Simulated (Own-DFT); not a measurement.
# How HSE06 shifts the pressure of corundum Al2O3, 78 atoms (Al32O46), with two O vacancies

These are calculations. Each geometry was run twice at fixed positions with Own-DFT, a retired in-house plane-wave program that no person has reviewed: with PBE, and with HSE06 (exact exchange share 0.25 at short range, screening 0.11 per bohr, Gygi-Baldereschi treatment of its divergence). Both used PseudoDojo norm-conserving files made for PBE, a cutoff of 48 hartree, the Gamma point alone, fixed occupations, a neutral cell and no spin. One k point on a cell 7.9 Å thick isn't converged, and results move with the size of the cell. The oxygen file's force components were 24 meV/Å off all-electron values in a glass.

Unstrained cell vectors in Å: (5.494, 0.000, 8.660); (-2.747, 4.758, 8.660); (-2.747, -4.758, 8.660), volume V0 = 679.1 Å³, from measured lattice constants. Each geometry has its own random strain of a few per cent, its own defect sites and random moves of rms u per axis. HSE06 gave the energy alone. D is its energy less that of PBE, over the lowest D shown. The PBE stress wasn't checked against mesh or cutoff.

| run | V - V0 (Å³) | u (Å) | P with PBE (GPa) | D (eV) |
|---|---|---|---|---|
| 1 | 4.8 | 0.0302 | 6.33 | 0.817 |
| 2 | 30.0 | 0.0283 | -3.07 | 1.848 |
| 3 | 11.5 | 0.0291 | 3.01 | 1.132 |
| 4 | -16.5 | 0.0297 | 13.53 | 0.000 |
| 5 | -1.9 | 0.0309 | 8.10 | 0.564 |
| 6 | 7.6 | 0.0310 | 4.45 | 0.964 |
| 7 | 29.8 | 0.0491 | -1.01 | 2.033 |
| 8 | -12.3 | 0.0299 | 13.03 | 0.149 |
| 9 | 7.2 | 0.0292 | 4.58 | 1.003 |
| 10 | -10.8 | 0.0330 | 11.78 | 0.255 |
| 11 | -2.1 | 0.0472 | 9.80 | 0.724 |
| 12 | 0.5 | 0.0309 | 7.03 | 0.744 |
| 13 | -1.7 | 0.0499 | 9.89 | ? |

## Worked fit

D = 0.57 + 0.0403 (V - V0) + 109 u² eV, with an error of 0.0007 on the volume slope, 18 on the last term and a scatter of 0.03 eV. Pressure is -dE/dV, and 1 eV/Å³ is 160.2 GPa, so HSE06 changes the pressure by -6.5 ± 0.1 GPa. With the ions held to the strained lattice, the PBE pressure falls by 246 ± 7 GPa per unit of volume strain; the shape of the strain isn't fitted, so the true error is larger, and a relaxed crystal would be softer. On that slope HSE06's volume at a given pressure is about 2.6 % smaller, or 0.9 % in lengths. At u = 0 and V0 the PBE pressure is 6.4 GPa, which puts the zero-pressure volume, against the measured cell and with the defects in, at +2.6 % for PBE and -0.0 % for HSE06, each good to a few tenths of a per cent.

## Test on the hidden row

Asked: what D should run 13 give?

From the fit: 0.77 eV, with rows scattering by 0.03. The hidden result is 0.727 eV.
